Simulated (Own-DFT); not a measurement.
# How strain changes the stress of C40 NbSi2, 36 atoms (Nb12Si24)

All numbers below are calculated, not measured. They come from Own-DFT, an in-house plane-wave density functional program, since retired, whose code no person has reviewed. Each row is one single-point run on a periodic cell that was not relaxed, without spin or spin-orbit coupling.

Settings of every run: PBE; PseudoDojo norm-conserving scalar-relativistic files; cutoff 42 hartree; 4 x 4 x 5 k mesh centred on Gamma; cold (Marzari-Vanderbilt) smearing of 0.2 eV.

Known limits: forces on such cells failed a check on a denser k mesh; stress not checked against mesh or cutoff.

Unstrained cell vectors in Å: (0.000, 8.324, 0.000); (-9.613, 0.000, 0.000); (0.000, 0.000, 6.586). The unstrained cell was taken from the Materials Project. The random moves and any unrelaxed bonds add to the pressure at no strain. Each run strains this cell uniformly, with the atoms carried along. Every atom was also moved at random, by a Gaussian of width 0.05 Å on each axis. Strain is the symmetric tensor, in per cent. Stress is positive in tension, and the pressure is minus a third of its trace.

| run | e_xx (%) | e_yy (%) | e_zz (%) | e_yz (%) | e_xz (%) | e_xy (%) | s_xx (GPa) | s_yy (GPa) | s_zz (GPa) | s_yz (GPa) | s_xz (GPa) | s_xy (GPa) | P (GPa) | E (meV/atom) |
|---|---|---|---|---|---|---|---|---|---|---|---|---|---|---|
| 1 | -1.14 | -1.30 | 1.18 | -1.02 | -1.32 | 0.25 | -7.02 | -7.38 | -0.43 | -3.19 | -4.28 | 0.81 | 4.95 | 15.7 |
| 2 | 0.12 | 0.75 | 1.45 | -0.34 | -1.26 | -0.76 | -0.72 | 1.61 | 3.35 | -1.07 | -3.32 | -2.23 | -1.41 | 3.2 |
| 3 | 1.57 | -0.23 | 0.75 | 1.85 | -0.05 | -0.40 | 3.42 | -1.91 | -0.02 | 5.67 | -0.44 | -1.14 | -0.50 | 13.1 |
| 4 | 0.65 | 1.81 | 0.82 | -1.81 | 1.14 | -1.43 | 1.80 | 4.59 | 0.93 | -5.56 | 3.06 | -3.66 | -2.44 | 16.2 |
| 5 | 0.62 | 0.55 | -0.23 | 1.78 | 1.65 | 1.30 | 0.15 | -0.29 | -3.96 | 5.96 | 4.72 | 3.16 | 1.37 | 5.9 |
| 6 | -0.59 | -1.63 | -0.65 | 0.49 | -1.11 | -1.01 | -6.67 | -9.61 | -8.61 | 1.26 | -3.04 | -3.88 | 8.30 | 15.3 |
| 7 | -1.33 | 0.59 | 0.26 | 0.51 | 0.74 | -0.26 | -6.96 | -1.25 | -2.97 | 1.47 | 2.16 | -0.38 | 3.73 | 9.6 |
| 8 | 1.39 | 1.28 | -1.00 | -0.76 | -0.40 | 0.85 | 2.26 | 2.67 | -6.52 | -2.05 | -1.37 | 2.38 | 0.53 | 8.6 |
| 9 | -0.08 | 0.23 | 0.53 | 0.81 | 0.48 | 1.60 | -2.16 | -0.85 | -1.27 | 2.43 | 1.04 | 4.12 | 1.43 | 0.0 |
| 10 | -0.50 | -0.15 | -0.73 | -1.86 | -1.32 | 1.61 | -5.66 | -3.81 | -8.28 | -6.57 | -4.27 | 5.10 | 5.92 | 22.8 |
| 11 | -0.51 | 0.15 | 0.04 | 1.72 | -0.15 | 1.12 | -4.16 | -2.32 | -4.26 | 5.54 | -0.61 | 3.04 | 3.58 | 12.4 |
| 12 | -0.35 | -1.74 | 1.53 | 1.27 | 0.82 | 0.43 | -3.26 | -8.14 | 1.39 | 4.19 | 2.51 | 1.26 | 3.34 | 4.5 |
| 13 | 0.55 | -0.74 | 1.05 | 1.53 | -0.60 | -1.36 | 0.28 | -4.50 | 0.84 | 4.14 | -1.61 | -3.79 | 1.13 | 4.8 |
| 14 | -1.94 | 0.59 | -1.83 | -0.72 | 1.18 | -0.67 | -11.31 | -2.52 | -14.88 | -1.95 | 3.20 | -1.33 | 9.57 | 29.0 |
| 15 | 1.29 | -1.47 | 0.09 | -1.76 | 0.47 | 1.11 | 0.90 | -7.20 | -3.65 | -6.10 | 1.47 | 2.95 | 3.32 | 16.4 |
| 16 | -0.87 | 1.38 | -1.47 | -1.95 | -1.42 | -0.08 | ? | ? | ? | ? | ? | ? | ? | ? |

E is the free energy for each atom above the lowest run shown.

## Worked fit

Each stress component was fitted by least squares to a constant and the strains of the runs shown, as fractions, with shears doubled. Shear strains stay in the fit of a normal stress only where such slopes are resolved. The slopes, in GPa:

| stress | at no strain | per e_xx | per e_yy | per e_zz | scatter |
|---|---|---|---|---|---|
| s_xx | -2.7 | 370 ± 9 | 69 ± 8 | 100 ± 10 | 0.33 |
| s_yy | -2.5 | 62 ± 8 | 373 ± 8 | 62 ± 9 | 0.30 |
| s_zz | -4.2 | 85 ± 12 | 66 ± 12 | 475 ± 13 | 0.46 |

Each shear stress against twice its own strain: yz 160 ± 4, xz 146 ± 4, xy 141 ± 6 GPa. These are stiffnesses along x, y and z of the frame in which the cell vectors are given, which need not be the crystal's axes. The atoms are held to the strained lattice; where symmetry lets them move under strain, relaxing them would lower some slopes. The table should be nearly symmetric about its diagonal, and what it lacks of that shows the noise. A ninth of its sum, 185 ± 6 GPa, estimates the bulk modulus near the mean pressure of these runs, 2.9 GPa, so it lies above the value at zero pressure.

## Withheld run

Question: what normal stresses and pressure should run 16 give?

The fit gives s_xx = -6.4, s_yy = 1.2, s_zz = -11.0 and P = 5.4 GPa. The calculation gave -6.46, 0.22, -11.55 and P = 5.93 GPa.
